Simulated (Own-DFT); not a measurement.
Simulation results for Hf$_{32}$O$_{63}$ (monoclinic hafnia with one neutral oxygen vacancy, atoms displaced), Hf$_{16}$O$_{31}$ (monoclinic hafnia with two neutral oxygen vacancies, strained, atoms displaced), Hf$_{16}$O$_{31}$ (monoclinic hafnia with two neutral oxygen vacancies, atoms displaced)

All values are calculated (Own-DFT development build). A calculation, not a measurement: plane-wave PBE and HSE06 DFT by an unreviewed code, no spin, of a simulated cell at Gamma alone, so results move with cell size and shape, stress positive in tension, energies less offsets, not probed for a lower state with spin; hafnium file: forces about 75 meV/angstrom off all-electron values; oxygen file: force components 24 meV/angstrom off all-electron in a glass; k mesh not checked against a denser one; forces and stress are PBE's, HSE06 gives the energy alone, and its difference from PBE has offsets of its own; offsets are fitted by least squares, one for each functional and potential file, so energies compare only between cells with the same atoms and settings and are not formation energies; the far tail of each file's local potential was reset to the Coulomb form; each entry is a single point on an unrelaxed cell, so the pressure reflects the starting lattice, mostly measured values, from which strain is counted, and rises with the displacements; printed positions are rounded, which can move forces by about a meV/angstrom; the program is a retired in-house code; no spin-orbit coupling.

Common to all runs: first functional PBE; second functional HSE06; exact exchange share 0.25; screening 0.11 1/bohr; exchange divergence Gygi-Baldereschi; potential files PseudoDojo norm-conserving, scalar-relativistic, made for PBE, standard set; wave cutoff 48 hartree; occupations fixed; k mesh 1 x 1 x 1 centred on Gamma.

(1) Hf$_{32}$O$_{63}$ (monoclinic hafnia with one neutral oxygen vacancy, atoms displaced)

```
cell vectors (Å)
  10.2340     0.0000     0.0000
   0.0000    10.3500     0.0000
  -1.6955     0.0000    10.4453
atoms (fractions of the cell vectors)
Hf  0.13359  0.00674  0.09785
Hf  0.35282  0.25623  0.14979
Hf  0.36693  0.49245  0.40019
Hf  0.13965  0.22913  0.34808
O   0.04139  0.16486  0.16979
O   0.46674  0.40099  0.07899
O   0.46513  0.33211  0.31620
O   0.04542  0.08494  0.42879
O   0.23046  0.37646  0.23505
O   0.26728  0.12413  0.01771
O   0.27709  0.11825  0.26419
O   0.21951  0.37014  0.49361
Hf  0.13259  0.02736  0.59813
Hf  0.36837  0.25801  0.65688
Hf  0.35013  0.48688  0.89570
Hf  0.13369  0.21994  0.86344
O   0.04953  0.17398  0.67882
O   0.47863  0.41394  0.57423
O   0.47309  0.33059  0.82876
O   0.03816  0.08695  0.91660
O   0.21339  0.37918  0.74301
O   0.26276  0.12580  0.50161
O   0.27479  0.11699  0.76739
O   0.22630  0.36568  0.98006
Hf  0.14083  0.52849  0.10912
Hf  0.37183  0.75807  0.14193
Hf  0.36360  0.99236  0.40012
Hf  0.15194  0.72861  0.35341
O   0.03669  0.65774  0.16754
O   0.46084  0.91644  0.08175
O   0.46863  0.85212  0.33459
O   0.03356  0.57818  0.42931
O   0.22578  0.89052  0.24331
O   0.28943  0.60883  0.02078
O   0.27167  0.60775  0.24615
O   0.21725  0.85558  0.49824
Hf  0.13655  0.52223  0.61926
Hf  0.36801  0.78146  0.63676
Hf  0.36130  0.98838  0.89324
Hf  0.14059  0.72076  0.86289
O   0.04822  0.65831  0.67981
O   0.45725  0.91825  0.58336
O   0.46652  0.82699  0.80690
O   0.01835  0.57068  0.91785
O   0.22543  0.87643  0.73867
O   0.28648  0.62918  0.51384
O   0.28115  0.61491  0.76325
O   0.22275  0.86902  0.98807
Hf  0.64800  0.01773  0.10043
Hf  0.86680  0.26508  0.15285
Hf  0.86805  0.48030  0.39247
Hf  0.63089  0.22909  0.36356
O   0.54402  0.15067  0.17328
O   0.94949  0.42159  0.07040
O   0.96548  0.31903  0.31759
O   0.54154  0.09039  0.41658
O   0.72088  0.36924  0.24062
O   0.77070  0.11829  0.01809
O   0.79977  0.11619  0.25878
O   0.72138  0.36669  0.49365
Hf  0.63125  0.02734  0.59541
Hf  0.85925  0.26665  0.64255
Hf  0.85931  0.48205  0.89741
Hf  0.63673  0.22558  0.86223
O   0.55578  0.16151  0.66766
O   0.96476  0.42196  0.58588
O   0.95877  0.32400  0.81692
O   0.52386  0.09557  0.92322
O   0.71732  0.37143  0.72686
O   0.79018  0.12406  0.51022
O   0.78038  0.11843  0.75666
O   0.71480  0.36933  0.00239
Hf  0.65044  0.53235  0.11529
Hf  0.87136  0.77432  0.15245
Hf  0.86691  0.98090  0.39452
Hf  0.62879  0.72247  0.35969
O   0.53610  0.66893  0.16442
O   0.96841  0.92225  0.07917
O   0.97021  0.83364  0.32173
O   0.52846  0.59314  0.42836
O   0.77444  0.63384  0.00667
O   0.77560  0.61590  0.25726
O   0.73379  0.87974  0.49928
Hf  0.63779  0.52476  0.60998
Hf  0.85353  0.77133  0.64459
Hf  0.86248  0.97618  0.87813
Hf  0.63432  0.73469  0.85903
O   0.53746  0.67597  0.66210
O   0.96313  0.91389  0.57752
O   0.95666  0.82627  0.81869
O   0.53837  0.58214  0.91491
O   0.70285  0.88239  0.73152
O   0.77334  0.63182  0.51098
O   0.77882  0.60949  0.77294
O   0.72769  0.86676  0.98504
```

The calculation gives: PBE energy of cell above offsets -81.023 eV; HSE06 less PBE above offsets 0.647 eV; PBE pressure 8.45 GPa; PBE stress xx -8.18 GPa; PBE stress yy -8.65 GPa; PBE stress zz -8.52 GPa; PBE stress yz 0.43 GPa; PBE stress xz -0.34 GPa; PBE stress xy -0.88 GPa.

Force:
```
element  x (eV/Å)  y (eV/Å)  z (eV/Å)
     Hf     1.441     2.359     1.539
     Hf     3.289     2.996    -1.629
     Hf    -1.757    -4.758     0.612
     Hf     0.522     1.046     0.797
      O     0.516    -0.513      -0.6
      O     -0.03      1.23    -0.073
      O    -0.202     0.623     2.029
      O    -1.995    -0.559    -1.682
      O     -1.36     0.368     0.362
      O     0.977    -1.029    -1.116
      O     0.345     0.323     0.053
      O     1.348    -0.133    -0.458
     Hf    -0.599    -1.783     2.407
     Hf    -0.469     3.125    -0.608
     Hf     3.842    -4.673     0.479
     Hf     1.395     4.948    -2.159
      O    -0.818        -1    -1.645
      O    -2.093    -1.048    -0.131
      O    -1.473     0.028    -1.414
      O    -3.512    -4.342     1.079
      O     1.861     -0.58     0.052
      O     2.695     0.386     1.882
      O     1.137     1.091    -1.199
      O    -0.953     0.157     1.382
     Hf    -1.304    -6.213    -2.557
     Hf    -1.346     4.052     0.097
     Hf     -1.11    -1.309    -1.094
     Hf    -1.872     0.316     0.996
      O    -1.109     2.206     1.364
      O     0.308    -0.838    -0.967
      O     1.054    -2.714    -0.742
      O      1.43      1.61    -1.303
      O     0.162    -2.547     0.594
      O    -1.496      2.78    -0.701
      O     1.372     2.753     2.826
      O      0.15     1.535     -1.85
     Hf     2.024    -3.264    -2.787
     Hf    -3.097    -3.883     1.983
     Hf    -0.027    -3.019     0.843
     Hf    -0.514     0.719    -2.765
      O    -3.199     3.508     1.178
      O     2.527     4.457    -2.425
      O    -1.227     2.592     3.557
      O     5.647     3.729     0.665
      O    -0.337     0.236     0.751
      O    -0.396    -0.752    -1.554
      O    -0.689     1.696     0.433
      O    -0.105    -1.492    -0.166
     Hf    -1.607    -0.431     2.078
     Hf    -1.388     0.667    -2.801
     Hf    -0.485    -2.235     1.545
     Hf     3.382     3.817     -3.68
      O    -0.647      0.58     0.808
      O     1.768    -0.402       2.4
      O    -0.322     2.518     2.521
      O    -3.118    -3.352     1.722
      O     0.701     1.326     0.786
      O     1.655     0.988    -2.271
      O    -1.633    -1.083     0.569
      O     0.615     0.729    -0.932
     Hf     3.792    -3.783     0.342
     Hf     0.794     1.506     0.709
     Hf    -2.597    -4.683    -0.231
     Hf     2.146     2.631     0.197
      O    -4.537     3.539     1.432
      O    -0.948    -0.419    -1.187
      O    -0.381     0.796     1.822
      O    -0.015    -1.563     0.066
      O    -0.075     0.079     1.538
      O    -1.117      0.06    -0.334
      O     0.163    -0.522     0.646
      O     0.509     -0.66    -1.557
     Hf    -0.861    -5.803    -4.191
     Hf    -1.111     0.092    -1.897
     Hf    -0.195    -0.147     0.194
     Hf     2.227     3.507    -0.021
      O     0.145     0.507     1.948
      O    -2.194    -1.708    -1.045
      O     0.716     -0.39     0.741
      O     0.438    -0.169    -0.735
      O     0.166     0.052     1.837
      O     0.313     1.324     1.552
      O    -1.116    -1.657    -2.289
     Hf     0.833    -1.467     1.147
     Hf     0.703     0.087    -0.235
     Hf    -0.967     0.735     1.683
     Hf     0.426    -1.952    -1.492
      O     1.054    -0.886     0.029
      O      0.73    -0.112      0.41
      O     0.791     0.054     1.132
      O    -0.835    -0.014     0.904
      O     1.931    -0.447     0.666
      O     -0.04    -0.297    -0.646
      O    -1.091     3.032     -2.91
      O     0.329     1.133     0.695
```

(2) Hf$_{16}$O$_{31}$ (monoclinic hafnia with two neutral oxygen vacancies, strained, atoms displaced)

```
cell vectors (Å)
  10.1674     0.1088    -0.1260
   0.1101    10.4303     0.0874
  -1.8131     0.0702    10.3124
atoms (fractions of the cell vectors)
Hf  0.12376  0.02846  0.09495
Hf  0.35960  0.26469  0.13432
Hf  0.36504  0.48462  0.39911
Hf  0.13546  0.22287  0.36246
O   0.03323  0.17579  0.17191
O   0.46782  0.41034  0.06772
O   0.45391  0.35145  0.32386
O   0.03813  0.09668  0.43303
O   0.21998  0.38749  0.23188
O   0.27556  0.12310  0.01621
O   0.28378  0.11334  0.26361
O   0.22360  0.37180  0.49294
Hf  0.12096  0.01852  0.60473
Hf  0.36343  0.27344  0.64353
Hf  0.36714  0.46647  0.89886
Hf  0.14370  0.23274  0.85283
O   0.05115  0.16398  0.68010
O   0.46887  0.42208  0.58294
O   0.46514  0.32334  0.82493
O   0.04378  0.08865  0.92465
O   0.22255  0.37311  0.73680
O   0.27749  0.13606  0.50492
O   0.28365  0.11784  0.76451
O   0.23560  0.36899  0.99551
Hf  0.13489  0.52070  0.11456
Hf  0.35338  0.77773  0.13599
Hf  0.35545  0.98794  0.41199
Hf  0.13770  0.73114  0.36410
O   0.03707  0.66793  0.17401
O   0.46668  0.92534  0.06983
O   0.45693  0.83924  0.32237
O   0.02643  0.57661  0.41627
O   0.22905  0.87775  0.23235
O   0.25787  0.62173  0.00744
O   0.27328  0.60962  0.25966
O   0.23048  0.88075  0.48814
Hf  0.14464  0.50445  0.60084
Hf  0.35618  0.76623  0.64394
Hf  0.36996  0.97540  0.89976
Hf  0.13468  0.72911  0.85373
O   0.03669  0.66438  0.67598
O   0.46219  0.92311  0.57247
O   0.46443  0.84058  0.82760
O   0.03673  0.56758  0.92054
O   0.23236  0.88715  0.74651
O   0.28053  0.62624  0.52031
O   0.27116  0.62535  0.75435
O   0.21911  0.88089  0.98245
Hf  0.63079  0.01306  0.10649
Hf  0.85394  0.27318  0.14925
Hf  0.85512  0.47399  0.39395
Hf  0.65044  0.23294  0.35147
O   0.55412  0.15669  0.17600
O   0.97124  0.41213  0.07643
O   0.96053  0.33726  0.32621
O   0.54533  0.08548  0.43208
O   0.71876  0.37778  0.24199
O   0.77033  0.14090  0.00812
O   0.76902  0.12508  0.26056
Hf  0.63774  0.02392  0.59148
Hf  0.86107  0.26941  0.65525
Hf  0.85539  0.47793  0.90014
Hf  0.63013  0.23240  0.85117
O   0.53535  0.16902  0.66803
O   0.96913  0.33412  0.82073
O   0.53946  0.07845  0.91815
O   0.71654  0.38406  0.73229
O   0.77842  0.14561  0.51283
O   0.77274  0.12416  0.75011
O   0.71732  0.36613  0.98534
Hf  0.63843  0.52184  0.10990
Hf  0.86075  0.77084  0.14770
Hf  0.85994  0.98086  0.40061
Hf  0.64216  0.73944  0.36126
O   0.54301  0.66968  0.18674
O   0.96992  0.91318  0.08797
O   0.96161  0.82671  0.33001
O   0.54557  0.58109  0.42346
O   0.71931  0.87787  0.23820
O   0.76857  0.62405  0.01852
O   0.78526  0.62699  0.26342
O   0.72019  0.86780  0.50706
Hf  0.63048  0.52054  0.60175
Hf  0.84625  0.76492  0.64824
Hf  0.86254  0.99227  0.90670
Hf  0.63638  0.72044  0.85234
O   0.54717  0.67843  0.69044
O   0.96401  0.92641  0.58880
O   0.96571  0.82959  0.83648
O   0.54459  0.58981  0.92906
O   0.73098  0.87865  0.74763
O   0.77020  0.63226  0.50159
O   0.76267  0.62681  0.76003
O   0.71287  0.87382  0.97754
```

The calculation gives: PBE energy of cell above offsets -79.676 eV; HSE06 less PBE above offsets 0.565 eV; PBE pressure 11.92 GPa; PBE stress xx -13.01 GPa; PBE stress yy -7.39 GPa; PBE stress zz -15.37 GPa; PBE stress yz 1.92 GPa; PBE stress xz -4.82 GPa; PBE stress xy 1.68 GPa.

Force:
```
element  x (eV/Å)  y (eV/Å)  z (eV/Å)
     Hf     3.379    -1.316     3.962
     Hf     -0.05     0.065     3.425
     Hf    -0.549     0.014    -1.511
     Hf     1.989      3.27        -3
      O    -0.124    -0.709     0.442
      O     1.065    -0.403     1.315
      O     2.847    -2.968    -0.747
      O    -3.253    -2.511    -1.257
      O     0.404    -3.326     1.873
      O     0.538     1.175    -0.379
      O    -1.075      2.05    -0.965
      O     0.365     -0.12    -0.769
     Hf     5.168    -0.225     2.813
     Hf     -0.15    -2.403     -0.28
     Hf    -0.903     3.279    -0.916
     Hf     1.281    -0.879     0.699
      O    -2.797     1.938    -0.574
      O    -1.157    -0.532     0.419
      O    -2.192     2.119     0.428
      O     -2.48     0.009    -1.948
      O     0.286     0.057     1.067
      O    -0.075     0.207     1.464
      O     0.077     1.546    -0.376
      O    -0.681     -0.42    -1.812
     Hf     -0.05     1.016     -2.39
     Hf     0.252    -0.589     1.751
     Hf     2.114    -0.921    -4.098
     Hf     0.633    -1.567    -1.903
      O    -0.922      1.07     0.489
      O    -1.309    -2.752      2.93
      O     1.273    -0.266     0.725
      O      1.45     0.434     0.962
      O     -1.72    -0.269     0.452
      O     2.292     1.198     0.673
      O      0.43     2.575     0.953
      O    -2.592    -1.847     0.426
     Hf    -2.683     3.384     0.137
     Hf     0.589     2.099     2.545
     Hf    -1.798      1.52    -3.447
     Hf    -0.108     -0.78    -0.204
      O    -1.077     0.066    -1.268
      O     1.221    -1.245      2.48
      O     0.947    -1.869    -0.608
      O    -1.417     0.507     -0.74
      O    -1.204    -1.372      -1.8
      O    -0.513     0.202     -1.49
      O     1.369    -1.247     0.825
      O     0.304    -1.122      0.83
     Hf     2.602     0.513    -2.219
     Hf     1.406     0.225    -1.361
     Hf     0.801     1.265     1.228
     Hf    -2.921     0.346     1.431
      O    -4.144     3.299     0.015
      O     -2.42    -0.978     0.014
      O     0.371    -0.725     0.482
      O    -1.044     1.473    -3.823
      O    -0.246     0.293     0.102
      O     1.141    -1.669     0.393
      O     3.107    -1.502     1.155
     Hf    -0.208    -0.536     5.244
     Hf     0.469     0.982    -0.907
     Hf     2.005     0.579    -0.267
     Hf     2.534    -2.845     0.058
      O    -0.468     0.375    -0.262
      O    -0.608     0.541     0.816
      O     0.267       1.1    -0.023
      O      0.73    -1.053     0.909
      O     0.752    -1.341    -1.333
      O     0.591    -0.271     1.437
      O     0.368     1.439     0.852
     Hf    -0.636     1.896     0.131
     Hf    -0.429    -1.362    -1.103
     Hf     0.352    -0.047    -0.495
     Hf    -1.669    -1.275     -1.97
      O    -0.976    -0.425    -1.791
      O    -1.043     0.961    -0.853
      O    -0.589     1.974     1.535
      O    -1.644     0.218    -0.607
      O     0.738      0.17     1.686
      O     1.936    -0.029    -0.182
      O    -0.538    -0.439    -0.155
      O     1.034     1.316     -2.53
     Hf     2.187     1.326     0.611
     Hf      2.39    -0.535     2.531
     Hf    -1.572    -2.577     -2.39
     Hf     1.078     5.133     4.324
      O    -3.463    -1.727    -6.423
      O    -2.675    -1.618    -1.249
      O    -0.776     0.971     0.108
      O    -3.532    -2.823     0.144
      O    -0.122     0.928    -0.752
      O     0.691    -0.164     1.776
      O     3.094    -1.911    -0.136
      O     1.677     0.387     2.248
```

(3) Hf$_{16}$O$_{31}$ (monoclinic hafnia with two neutral oxygen vacancies, atoms displaced)

```
cell vectors (Å)
  10.2340     0.0000     0.0000
   0.0000    10.3500     0.0000
  -1.6955     0.0000    10.4453
atoms (fractions of the cell vectors)
Hf  0.14171  0.01892  0.10647
Hf  0.36299  0.26582  0.13987
Hf  0.35700  0.48001  0.39100
Hf  0.13992  0.23451  0.35247
O   0.03605  0.16997  0.17281
O   0.46040  0.41668  0.07764
O   0.03805  0.08418  0.42357
O   0.21967  0.37830  0.23608
O   0.27508  0.12788  0.00985
O   0.28049  0.12467  0.26414
O   0.22008  0.36857  0.49126
Hf  0.13603  0.01741  0.60385
Hf  0.35922  0.26498  0.64661
Hf  0.36507  0.48098  0.89709
Hf  0.14089  0.22885  0.85651
O   0.03730  0.16414  0.67391
O   0.46259  0.41324  0.57852
O   0.46403  0.32757  0.82703
O   0.03793  0.08803  0.92272
O   0.22185  0.38280  0.73759
O   0.27674  0.13343  0.50811
O   0.27519  0.11745  0.76159
O   0.22472  0.37026  0.99459
Hf  0.14046  0.51813  0.10407
Hf  0.36619  0.76936  0.14534
Hf  0.35994  0.98180  0.39428
Hf  0.13769  0.72798  0.35284
O   0.03998  0.66359  0.17692
O   0.46896  0.91158  0.08058
O   0.46329  0.83288  0.32599
O   0.03646  0.58405  0.42451
O   0.22517  0.87846  0.24523
O   0.27568  0.62576  0.01127
O   0.27385  0.62074  0.26513
O   0.22624  0.87116  0.48686
Hf  0.13399  0.52522  0.59644
Hf  0.36366  0.77547  0.64507
Hf  0.36030  0.98036  0.88866
Hf  0.13638  0.72883  0.85719
O   0.03544  0.66672  0.67259
O   0.46072  0.91757  0.57638
O   0.45944  0.83481  0.82852
O   0.03450  0.58714  0.93203
O   0.22425  0.87749  0.73582
O   0.27594  0.62950  0.51625
O   0.27959  0.62162  0.76180
O   0.22504  0.86871  0.98785
Hf  0.64220  0.02287  0.10813
Hf  0.85887  0.27037  0.14625
Hf  0.86082  0.48181  0.39085
Hf  0.63680  0.23231  0.35313
O   0.95631  0.40937  0.07752
O   0.95807  0.33581  0.32403
O   0.53779  0.08220  0.41900
O   0.72658  0.37825  0.23600
O   0.77940  0.12743  0.00872
O   0.77250  0.11864  0.25710
O   0.72314  0.37017  0.48650
Hf  0.63457  0.01774  0.60067
Hf  0.86337  0.27374  0.64105
Hf  0.85903  0.48187  0.89605
Hf  0.63743  0.23182  0.85532
O   0.53098  0.16524  0.67471
O   0.96476  0.41373  0.57639
O   0.96742  0.33604  0.82710
O   0.53682  0.08243  0.92332
O   0.72027  0.38243  0.74272
O   0.77845  0.12378  0.51499
O   0.78309  0.12025  0.75547
O   0.71906  0.37028  0.99536
Hf  0.63459  0.51957  0.10362
Hf  0.86241  0.77158  0.14366
Hf  0.86060  0.97993  0.39791
Hf  0.63980  0.72821  0.35137
O   0.53167  0.66540  0.16634
O   0.96226  0.91311  0.07759
O   0.96859  0.83392  0.32780
O   0.53211  0.58913  0.42176
O   0.72440  0.88032  0.23703
O   0.77306  0.62935  0.00990
O   0.77378  0.62458  0.25978
O   0.72383  0.86417  0.49070
Hf  0.63951  0.52013  0.60129
Hf  0.86260  0.76907  0.64242
Hf  0.85858  0.98303  0.90103
Hf  0.63913  0.72589  0.85527
O   0.53484  0.67293  0.67295
O   0.96226  0.91363  0.58216
O   0.96005  0.83184  0.82438
O   0.53222  0.58259  0.92397
O   0.72617  0.87848  0.74093
O   0.77446  0.62811  0.51046
O   0.77615  0.61861  0.76261
O   0.72862  0.87223  0.99378
```

Results for Hf$_{16}$O$_{31}$ (monoclinic hafnia with two neutral oxygen vacancies, atoms displaced): PBE energy of cell above offsets -91.157 eV; HSE06 less PBE above offsets 0.481 eV; PBE pressure 3.27 GPa; PBE stress xx -2.4 GPa; PBE stress yy -3.65 GPa; PBE stress zz -3.77 GPa; PBE stress yz 0.69 GPa; PBE stress xz 0 GPa; PBE stress xy -0.44 GPa.

Force:
```
element  x (eV/Å)  y (eV/Å)  z (eV/Å)
     Hf    -0.917     0.419    -0.215
     Hf     0.093     0.335     1.061
     Hf     0.752    -0.511     1.328
     Hf     -0.65    -0.782     0.293
      O     0.447    -0.865    -0.089
      O     0.533    -0.177     0.466
      O    -0.684    -0.221    -0.264
      O     1.037    -0.223      0.83
      O     0.488    -0.397     0.365
      O    -0.194    -0.096    -0.856
      O     0.303     0.713    -0.857
     Hf    -0.147     0.536    -0.218
     Hf    -0.078     1.458    -0.125
     Hf    -1.289    -0.538    -1.333
     Hf    -0.774     0.862     -0.77
      O    -0.172     0.258    -0.242
      O     0.548     0.533     -0.79
      O    -0.424     0.659     0.654
      O    -0.641    -1.032      0.65
      O     0.279     -0.56     0.361
      O    -0.139    -0.908      0.09
      O      0.11     0.378    -0.384
      O    -0.105    -0.069    -0.774
     Hf    -0.775     0.088    -0.196
     Hf    -0.685     0.578     0.014
     Hf     0.124    -0.522    -0.037
     Hf     0.377     0.734     0.576
      O    -0.923     0.156    -0.526
      O     0.217     1.023    -0.302
      O     0.488    -0.083     0.218
      O    -0.844    -0.109    -0.879
      O    -0.062     0.424    -1.079
      O     0.082     0.088     0.312
      O     0.587    -0.295    -0.505
      O    -0.384     0.214     0.237
     Hf     1.027    -0.852     2.419
     Hf    -0.839    -1.307     0.208
     Hf     0.342    -0.527     1.512
     Hf     0.037    -0.154     -0.81
      O     -0.14    -0.097     0.085
      O     0.811     0.788    -0.212
      O     1.182    -0.514      0.11
      O    -0.521     -0.21    -0.623
      O    -0.437     0.205      0.23
      O     0.165    -0.043    -0.905
      O    -0.473     0.269     0.309
      O    -0.073     0.477     0.273
     Hf    -1.237    -0.238    -0.918
     Hf     0.273    -0.332    -0.462
     Hf     0.047    -0.444     0.506
     Hf    -0.318    -0.368    -0.405
      O     1.476     1.532    -0.356
      O     0.968    -0.297     0.665
      O      0.08     0.363    -0.191
      O    -0.984     0.477     0.763
      O    -0.394     0.214     0.339
      O    -0.528     0.231     0.598
      O    -0.165     0.409     0.002
     Hf     0.607     0.558     1.255
     Hf      0.06    -1.253     1.591
     Hf     0.778    -1.246     0.431
     Hf     0.257    -0.577     -0.47
      O     0.928    -0.782    -0.291
      O     0.045     0.708    -0.768
      O    -0.454     0.336    -0.143
      O    -0.092    -0.048     0.348
      O     0.345    -0.348    -0.476
      O     0.106     0.205    -0.831
      O    -1.029     0.271     0.642
      O    -0.044     0.118    -0.994
     Hf     0.258     -0.43     0.197
     Hf     0.236    -0.316     0.555
     Hf     0.677    -0.076     0.009
     Hf    -0.959     0.587     0.283
      O     0.467     -0.12     0.612
      O     1.456     0.885     0.147
      O    -0.809     0.315     0.017
      O    -0.339    -0.905    -0.108
      O     0.142    -0.357     0.592
      O     0.028    -0.127     0.113
      O     0.211    -0.475    -0.042
      O    -0.104     0.625    -0.512
     Hf    -1.446     0.179      0.47
     Hf    -0.447     0.233     1.429
     Hf      1.04    -0.395    -1.802
     Hf    -0.317     1.171     -0.53
      O     0.958     -0.96    -0.033
      O     0.711      0.79    -0.936
      O     0.588     0.069     0.727
      O      0.71     0.293    -0.214
      O    -0.711    -0.002    -0.126
      O       0.2    -0.511     -0.33
      O    -0.209     0.357    -0.418
      O    -0.724    -0.423    -0.551
```
